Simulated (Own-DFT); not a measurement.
Simulation results for SiC (4H silicon carbide, atoms displaced)

A calculation, not a measurement: plane-wave PBE density functional theory by an unreviewed code, no spin, of a simulated periodic cell, stress positive in tension, free energy of the whole cell less one offset for each atom, forces on such cells passed a denser k mesh, this cell's mesh not checked; offsets are fitted by least squares, one for each functional and potential file, so energies compare only between cells with the same atoms and settings and are not formation energies; the far tail of each file's local potential was reset to the Coulomb form; each entry is a single point on an unrelaxed cell, so the pressure reflects the starting lattice, mostly measured values (interpolated for alloys), from which strain is counted, and rises with the displacements; printed positions are rounded, which can move forces by about a meV/angstrom; the program, named Own-DFT, is a retired in-house code; no spin-orbit coupling. Program: Own-DFT development build.

Settings shared by all entries: functional PBE; potential files PseudoDojo norm-conserving, scalar-relativistic, standard set; wave cutoff 42 hartree; occupations Fermi-Dirac; smearing width 0.1 eV; hardware one NVIDIA H200; k mesh 3 x 3 x 3 centred on Gamma.

(1) SiC (4H silicon carbide, atoms displaced)

```
CELL_PARAMETERS angstrom
12.33080 0.00000 0.00000
-6.16540 10.67880 0.00000
0.00000 0.00000 10.06810
ATOMIC_POSITIONS crystal
Si 0.99864 0.98701 0.41334
Si 0.09053 0.17179 0.15251
C 0.99327 0.99610 0.09618
C 0.08514 0.16639 0.34600
Si 0.00236 0.24782 0.40910
Si 0.07591 0.41585 0.16258
C 0.00445 0.25168 0.08737
C 0.08805 0.42376 0.35422
Si 0.00568 0.50649 0.41960
Si 0.07892 0.66303 0.15864
C 0.99607 0.50152 0.09099
C 0.08571 0.67063 0.34163
Si 0.99715 0.74593 0.40709
Si 0.07801 0.90349 0.16034
C 0.99846 0.74674 0.10386
C 0.07984 0.91230 0.35128
Si 0.25031 0.99713 0.40483
Si 0.33498 0.16594 0.16037
C 0.25029 0.00020 0.10284
C 0.33438 0.16819 0.33868
Si 0.24866 0.25022 0.40959
Si 0.32132 0.41627 0.14758
C 0.25387 0.24735 0.09646
C 0.34439 0.41527 0.35315
Si 0.24814 0.49291 0.41424
Si 0.33820 0.65467 0.14305
C 0.26204 0.50422 0.09933
C 0.32599 0.66842 0.35019
Si 0.23894 0.74388 0.41787
Si 0.34075 0.91820 0.14084
C 0.25637 0.74424 0.10443
C 0.32836 0.91342 0.34801
Si 0.49540 0.99466 0.40272
Si 0.57624 0.16559 0.15904
C 0.50974 0.00099 0.09400
C 0.58080 0.16633 0.34804
Si 0.50138 0.24433 0.40202
Si 0.58608 0.42126 0.15555
C 0.50941 0.25522 0.09564
C 0.57691 0.41372 0.33730
Si 0.48936 0.49587 0.41515
Si 0.58680 0.67405 0.16329
C 0.49748 0.50145 0.09193
C 0.58121 0.66566 0.34526
Si 0.49956 0.75026 0.41015
Si 0.58729 0.92132 0.15805
C 0.50127 0.75725 0.09294
C 0.57780 0.91616 0.33619
Si 0.76024 0.00602 0.40853
Si 0.83662 0.16807 0.16334
C 0.74395 0.99978 0.09163
C 0.83862 0.17226 0.35089
Si 0.74856 0.24223 0.41066
Si 0.83158 0.41560 0.15054
C 0.74796 0.24699 0.09168
C 0.84272 0.41160 0.34614
Si 0.74845 0.50353 0.40525
Si 0.83098 0.66950 0.16338
C 0.76269 0.50172 0.09374
C 0.84256 0.66794 0.35449
Si 0.74855 0.75553 0.40682
Si 0.83018 0.91922 0.15206
C 0.74509 0.75356 0.09782
C 0.83183 0.91927 0.34083
Si 0.99768 0.00205 0.90794
Si 0.91356 0.83990 0.65695
C 0.99763 0.00192 0.59269
C 0.91075 0.82788 0.83559
Si 0.99703 0.74834 0.91342
Si 0.91975 0.58851 0.66039
C 0.99461 0.74106 0.59447
C 0.92327 0.58293 0.84442
Si 0.99962 0.50479 0.90891
Si 0.91176 0.32352 0.63950
C 0.00174 0.50265 0.60704
C 0.91601 0.33592 0.84873
Si 0.99275 0.24921 0.90494
Si 0.91362 0.08477 0.66019
C 0.00603 0.26232 0.59879
C 0.92204 0.09336 0.83862
Si 0.75927 0.00773 0.90370
Si 0.66065 0.83056 0.65843
C 0.76164 0.00671 0.59974
C 0.66250 0.83596 0.83894
Si 0.74827 0.75066 0.89921
Si 0.66951 0.58237 0.65946
C 0.75607 0.75549 0.60405
C 0.66992 0.59031 0.84544
Si 0.75408 0.49886 0.90966
Si 0.66807 0.33560 0.65791
C 0.74567 0.50369 0.58898
C 0.66302 0.32462 0.84200
Si 0.74568 0.24341 0.90800
Si 0.66672 0.09179 0.65432
C 0.73745 0.24831 0.58540
C 0.66407 0.08257 0.84318
Si 0.49971 0.99492 0.90965
Si 0.41699 0.83342 0.65996
C 0.50264 0.99754 0.59232
C 0.42191 0.83793 0.84803
Si 0.49513 0.74866 0.89941
Si 0.41135 0.59051 0.64829
C 0.51215 0.74690 0.59706
C 0.41155 0.58123 0.83625
Si 0.50929 0.50442 0.90649
Si 0.41403 0.34084 0.65710
C 0.49758 0.49516 0.60484
C 0.41606 0.33507 0.84598
Si 0.50326 0.24650 0.90420
Si 0.41922 0.07927 0.65439
C 0.50397 0.25127 0.59301
C 0.41042 0.07556 0.83936
Si 0.24494 0.99635 0.91951
Si 0.16350 0.83153 0.66095
C 0.25113 0.99654 0.60196
C 0.17222 0.83182 0.83780
Si 0.25038 0.74885 0.90600
Si 0.17644 0.58579 0.65048
C 0.25203 0.75569 0.59507
C 0.16885 0.58569 0.84119
Si 0.24546 0.50168 0.90969
Si 0.17559 0.32771 0.66100
C 0.25329 0.50552 0.59815
C 0.15972 0.33316 0.84062
Si 0.25754 0.25371 0.90955
Si 0.16669 0.08232 0.65375
C 0.24845 0.24391 0.58905
C 0.17078 0.09301 0.84768
```

* free energy of cell above offsets: -7.622 eV
* pressure: 5.65 GPa
* stress xx: -5.53 GPa
* stress yy: -5.31 GPa
* stress zz: -6.11 GPa
* stress yz: -0.52 GPa
* stress xz: -0.38 GPa
* stress xy: -0.12 GPa
* wall time: 551.3 s

Force:
```csv
element,x (eV/Å),y (eV/Å),z (eV/Å)
Si,-2.031,2.706,-1.75
Si,-0.843,-1.737,1.007
C,1.555,0.655,-0.465
C,-0.144,-0.641,-0.381
Si,0.237,1.393,0.434
Si,1.007,0.743,-0.139
C,-0.522,0.035,1.965
C,-0.266,-1.966,-1.252
Si,-0.772,-0.653,-1.2
Si,2.105,0.447,0.153
C,1.328,-0.23,0.808
C,-1.175,-1.349,1.29
Si,2.18,0.938,1.403
Si,-0.736,3.451,0.873
C,-0.489,-0.54,-1.929
C,1.109,-0.474,-1.032
Si,-0.28,0.696,0.789
Si,0.673,0.909,-0.826
C,-0.114,-0.989,-0.87
C,-0.175,-0.896,2.263
Si,1.161,-0.446,-1.735
Si,6.863,-2.206,3.093
C,-0.821,0.865,-0.615
C,-6.096,-1.656,-2.484
Si,0.893,2.225,-1.229
Si,-1.612,6.031,4.468
C,-5.579,-2.845,-3.1
C,2.357,-1.459,-0.251
Si,1.963,1.969,-3.024
Si,-0.203,-1.459,3.514
C,-2.038,0.252,-2.667
C,0.765,-0.178,-1.13
Si,-0.525,0.452,0.428
Si,2.685,0.16,0.16
C,-2.482,0.771,-0.448
C,1.826,-1.469,-1.276
Si,-1.947,1.904,1.312
Si,-0.204,-0.021,-0.415
C,-2.125,-0.787,-1.106
C,0.965,0.957,1.807
Si,5.133,2.121,0.251
Si,-1.523,-1.582,-1.611
C,0.379,0.501,0.385
C,0.121,-0.046,1.291
Si,-1.012,0.014,-1.296
Si,-0.428,-1.573,-0.658
C,1.327,-1.076,-0.576
C,2.042,0.342,2.661
Si,-1.897,-0.783,0.352
Si,-0.694,0.049,-1.381
C,2.23,1.333,0.044
C,0.474,-1.353,-0.782
Si,-1.461,2.044,-2.442
Si,1.815,-1.573,2.375
C,-0.057,0.081,1.302
C,-2.124,0.672,-0.1
Si,0.803,-2.112,-0.506
Si,0.319,-0.514,-0.171
C,-3.873,1.218,0.093
C,-4.18,-0.301,-2.272
Si,0.842,-1.006,1.027
Si,-0.143,-0.038,0.795
C,2.001,-0.381,-1.154
C,1.133,-0.401,0.378
Si,0.882,0.046,-0.456
Si,2.483,-1.104,-0.598
C,0.616,0.277,1.187
C,0.997,1.661,2.83
Si,0.732,0.286,-1.426
Si,-0.464,-2.221,-0.222
C,-0.011,3.507,-0.136
C,-2.817,0.922,0.497
Si,2.103,-1.531,-1.229
Si,-2.335,3.211,3.696
C,0.292,-0.432,-1.718
C,-0.91,-0.659,-1.231
Si,1.039,1.98,-0.529
Si,2.298,1.954,-1.061
C,2.76,-3.256,-1.622
C,0.121,-2.29,1.645
Si,-2.099,-1.353,-0.268
Si,3.713,2.595,0.429
C,-3.788,-1.588,-1.636
C,1.087,0.196,1.617
Si,-0.965,1.106,1.379
Si,-1.393,0.978,-0.226
C,-2.404,-1.367,-2.318
C,1.599,-1.974,0.014
Si,-0.33,-0.008,-1.043
Si,-1.311,0.456,-0.871
C,2.117,-0.922,1.532
C,0.528,2.152,0.442
Si,0.724,1.101,-0.3
Si,1.017,-2.265,0.729
C,2.603,0.703,1.804
C,0.732,-0.084,-0.348
Si,-0.363,2.11,-0.754
Si,0.726,0.497,-0.399
C,-0.011,-0.249,-0.244
C,-1.288,-1.685,-1.103
Si,1.385,-0.288,1.372
Si,3.229,-1.906,2.502
C,-4.638,0.805,-1.965
C,0.447,0.494,1.236
Si,-2.579,-0.502,-0.167
Si,2.126,-3.683,0.79
C,-0.816,3.366,-2.063
C,1.559,0.369,-0.188
Si,-1.729,-0.61,0.079
Si,-0.818,0.894,0.126
C,-1.313,-0.369,0.067
C,0.722,0.659,2.222
Si,0.372,0.801,-3.011
Si,-0.243,-0.028,-1.532
C,-0.91,0.422,-1.838
C,-2.183,0.201,3.615
Si,0.586,-0.038,0.925
Si,-3.07,0.232,2.196
C,0.43,-1.22,1.38
C,-0.331,-0.075,0.7
Si,1.31,-0.657,-1.53
Si,-2.931,1.716,-0.316
C,0.588,-2.67,-1.322
C,1.729,0.077,2.086
Si,-1.977,0.277,-0.131
Si,0.563,-0.606,1.321
C,0.251,0.872,1.205
C,-0.157,-2.478,-0.27
```

(2) SiC (4H silicon carbide, atoms displaced)

```
CELL_PARAMETERS angstrom
12.33080 0.00000 0.00000
-6.16540 10.67880 0.00000
0.00000 0.00000 10.06810
ATOMIC_POSITIONS crystal
Si 0.99694 0.01649 0.40708
Si 0.07863 0.15828 0.16686
C 0.99067 0.99720 0.09326
C 0.08006 0.16138 0.34365
Si 0.99773 0.24679 0.40282
Si 0.08993 0.41730 0.16247
C 0.00809 0.25847 0.09085
C 0.07670 0.41712 0.35468
Si 0.99418 0.49583 0.40414
Si 0.08674 0.67072 0.15462
C 0.99408 0.49183 0.09344
C 0.08363 0.67403 0.34255
Si 0.00289 0.75464 0.40621
Si 0.08359 0.91922 0.15431
C 0.00395 0.75283 0.09383
C 0.07162 0.91463 0.33614
Si 0.25379 0.99874 0.40203
Si 0.34278 0.16903 0.15791
C 0.25318 0.99261 0.09038
C 0.33318 0.16813 0.34707
Si 0.25301 0.25066 0.40772
Si 0.33491 0.41669 0.16787
C 0.24731 0.24680 0.09373
C 0.34138 0.42813 0.33552
Si 0.23482 0.49250 0.40987
Si 0.33141 0.65623 0.16625
C 0.25487 0.49686 0.10465
C 0.33406 0.66444 0.34160
Si 0.24265 0.75076 0.42612
Si 0.33681 0.91451 0.15894
C 0.24837 0.75049 0.10189
C 0.33279 0.91024 0.33393
Si 0.51233 0.99544 0.39948
Si 0.58122 0.16811 0.15823
C 0.49986 0.00474 0.09405
C 0.58325 0.16181 0.34421
Si 0.49545 0.25535 0.40032
Si 0.58773 0.41091 0.15074
C 0.50074 0.25320 0.08779
C 0.59332 0.42273 0.34480
Si 0.50424 0.51046 0.39620
Si 0.58287 0.66418 0.15758
C 0.49528 0.49874 0.08567
C 0.57723 0.66819 0.34472
Si 0.49957 0.74727 0.40435
Si 0.58359 0.91728 0.16653
C 0.50254 0.75191 0.09234
C 0.58282 0.90481 0.34025
Si 0.74949 0.99836 0.40650
Si 0.82611 0.15726 0.16314
C 0.75325 0.00667 0.09138
C 0.83400 0.17312 0.34462
Si 0.75215 0.24879 0.40759
Si 0.82835 0.41594 0.15610
C 0.74693 0.25570 0.09648
C 0.83628 0.42308 0.34822
Si 0.74467 0.50124 0.41264
Si 0.82935 0.65759 0.15148
C 0.74797 0.49295 0.09996
C 0.83203 0.66554 0.34161
Si 0.75263 0.75222 0.40904
Si 0.83628 0.92248 0.15293
C 0.74943 0.75072 0.10381
C 0.83241 0.91669 0.34963
Si 0.98793 0.98823 0.90895
Si 0.90750 0.83331 0.65131
C 0.98883 0.99209 0.59523
C 0.91174 0.83238 0.83127
Si 0.99726 0.74445 0.89802
Si 0.90887 0.58109 0.65838
C 0.99659 0.74481 0.59299
C 0.90594 0.58051 0.83953
Si 0.99383 0.49418 0.91721
Si 0.91308 0.33220 0.65858
C 0.99368 0.50177 0.60044
C 0.92279 0.34213 0.84781
Si 0.99329 0.24641 0.90597
Si 0.91662 0.08842 0.65673
C 0.99080 0.25289 0.59862
C 0.90826 0.08236 0.84342
Si 0.75043 0.99759 0.91212
Si 0.67275 0.83949 0.65845
C 0.74330 0.99163 0.59110
C 0.67153 0.83626 0.85097
Si 0.75402 0.75789 0.89927
Si 0.66419 0.58311 0.65975
C 0.76193 0.75808 0.59486
C 0.65962 0.58734 0.84327
Si 0.74472 0.50176 0.90924
Si 0.66363 0.33377 0.64283
C 0.75760 0.50301 0.58573
C 0.66862 0.33441 0.84639
Si 0.75112 0.24879 0.90099
Si 0.67527 0.08141 0.66079
C 0.74729 0.25412 0.59915
C 0.67256 0.08591 0.84481
Si 0.49449 0.99781 0.90654
Si 0.41653 0.83365 0.65566
C 0.49810 0.00496 0.58147
C 0.42044 0.83919 0.83172
Si 0.49676 0.76207 0.90562
Si 0.41640 0.57620 0.66543
C 0.50285 0.75099 0.59920
C 0.42643 0.58308 0.84438
Si 0.50417 0.49939 0.89775
Si 0.42380 0.33240 0.65108
C 0.49976 0.50924 0.59356
C 0.41023 0.33832 0.84788
Si 0.50359 0.25365 0.90394
Si 0.42071 0.09099 0.66077
C 0.49603 0.25160 0.59624
C 0.41616 0.08580 0.84644
Si 0.25502 0.00656 0.91472
Si 0.16196 0.83581 0.66206
C 0.25457 0.99455 0.59802
C 0.16991 0.83193 0.83665
Si 0.25222 0.75443 0.90539
Si 0.17312 0.58826 0.65573
C 0.24063 0.75220 0.59246
C 0.17145 0.58485 0.84153
Si 0.25519 0.49474 0.90377
Si 0.17389 0.33984 0.66951
C 0.24243 0.49377 0.60063
C 0.16424 0.33482 0.84635
Si 0.24621 0.24257 0.89567
Si 0.16835 0.08526 0.64992
C 0.26320 0.25538 0.59726
C 0.17796 0.08707 0.84586
```

- free energy of cell above offsets: -5.703 eV
- pressure: 6.25 GPa
- stress xx: -4.68 GPa
- stress yy: -6.01 GPa
- stress zz: -8.05 GPa
- stress yz: -0.58 GPa
- stress xz: -0.02 GPa
- stress xy: -0.36 GPa
- wall time: 559.1 s

Force:
```csv
element,x (eV/Å),y (eV/Å),z (eV/Å)
Si,1.826,-6.909,1.663
Si,0.314,2.246,-4.363
C,2.516,0.594,-0.417
C,0.143,4.736,0.936
Si,-0.602,1.101,1.709
Si,-1.52,0.034,-0.752
C,-0.602,-2.748,1.84
C,0.964,-1.699,-2.096
Si,-0.781,2.957,2.137
Si,-0.646,-1.094,0.595
C,0.65,1.798,2.132
C,0.857,-1.703,0.513
Si,-1.29,-1.026,-0.233
Si,0.127,-0.732,-0.353
C,-1.187,-0.944,-1.561
C,1.289,2.233,1.907
Si,-0.508,-0.97,0.485
Si,-2.679,-0.776,-1.068
C,-1.182,1.689,2.106
C,0.106,-0.442,-0.877
Si,-0.381,1.323,-0.255
Si,0.61,-1.372,-5.474
C,0.535,-0.467,0.724
C,-1.178,-2.39,5.247
Si,3.295,2.379,0.418
Si,-0.653,2.587,-2.46
C,-1.05,-0.045,-1.954
C,-1.41,-0.34,3.717
Si,1.222,-0.065,-7.242
Si,-0.541,-0.612,-1.284
C,2.133,-0.598,-2.27
C,0.383,1.112,3.609
Si,-3.799,0.274,0.614
Si,0.727,0.352,-0.658
C,0.993,-1.108,0.086
C,-0.479,1.225,-0.03
Si,2.434,-0.745,1.339
Si,-2.9,1.728,1.155
C,0.845,-1.052,1.083
C,-3.273,-1.651,-1.081
Si,0.509,-1.923,2.168
Si,-0.439,0.232,-1.248
C,1.858,-0.139,1.571
C,2.713,1.08,-0.667
Si,-1.488,-1.029,1.949
Si,-0.146,-0.387,-4.014
C,-0.97,0.125,0.576
C,0.379,2.263,1.715
Si,-0.075,-0.045,-0.075
Si,-0.022,4.59,-1.789
C,-0.312,-2.357,1.477
C,1.049,-2.625,0.44
Si,-1.948,1.746,0.364
Si,2.263,-0.419,1.585
C,1.049,-2.26,-0.728
C,-1.566,-1.983,-0.983
Si,3.102,1.544,-2.392
Si,0.078,2.518,1.471
C,-0.639,1.715,-2.431
C,-0.224,0.111,0.554
Si,0.02,-0.684,-0.982
Si,-1.54,-2.476,2.024
C,0.724,0.026,-2.233
C,-0.46,1.294,-1.448
Si,0.977,2.819,-1.253
Si,5.513,0.589,0.62
C,1.129,4.067,-0.742
C,1.338,-0.162,2.178
Si,0.169,1.143,0.967
Si,2.187,0.827,-0.644
C,-0.891,1.788,0.497
C,1.074,-0.128,1.86
Si,0.754,2.654,-2.577
Si,-1.071,2.456,0.584
C,1.81,-0.36,-1.115
C,-0.67,-3.059,-0.908
Si,0.791,1.208,0.524
Si,-0.271,-1.245,0.031
C,3.315,-1.116,-1.406
C,1.937,-0.017,0.228
Si,-1.176,0.895,-1.164
Si,-0.447,-2.529,0.656
C,0.984,2.924,-0.211
C,-1.948,0.391,-1.331
Si,-0.412,-2.164,2.514
Si,0.717,0.793,-1.419
C,-5.474,-3.623,-1.228
C,3.285,0.37,0.013
Si,0.4,-0.479,-0.537
Si,0.212,0.843,2.62
C,-3.57,-1.15,2.594
C,-0.764,0.375,-1.481
Si,-0.123,1.207,1.638
Si,-3.109,0.481,-1.13
C,1.632,-1.896,-1.157
C,-0.884,-1.419,0.42
Si,1.293,1.683,-0.224
Si,-0.396,0.949,-2.8
C,1.687,-0.656,2.442
C,-1.326,-0.008,2.75
Si,3.062,-2.601,0.428
Si,-2.036,2.295,-1.432
C,-0.319,-0.624,-0.728
C,-2.742,1.055,0.858
Si,-2.125,-0.096,2.637
Si,-2.253,2.978,2.301
C,2.57,-2.346,-1.548
C,2.812,-1.419,-1.972
Si,-0.947,0.004,-0.35
Si,0.336,-2.132,-1.111
C,2.227,-0.291,-2.069
C,0.833,0.284,-0.066
Si,0.147,-1.762,-2.294
Si,0.019,-0.97,-1.892
C,-1.737,1.905,-1.526
C,-1.368,0.844,2.909
Si,0.322,-1.537,0.681
Si,-2.627,-1.165,0.663
C,2.296,-0.14,4.138
C,-0.158,-0.051,1.527
Si,-0.848,2.094,1.564
Si,-1.126,-2.056,-2.18
C,1.426,1.719,-1.38
C,0.59,-1.953,0.672
Si,-0.997,2.721,3.292
Si,0.541,-1.354,1.102
C,-3.118,-0.885,-1.128
C,-2.672,-2.765,-1.396
```
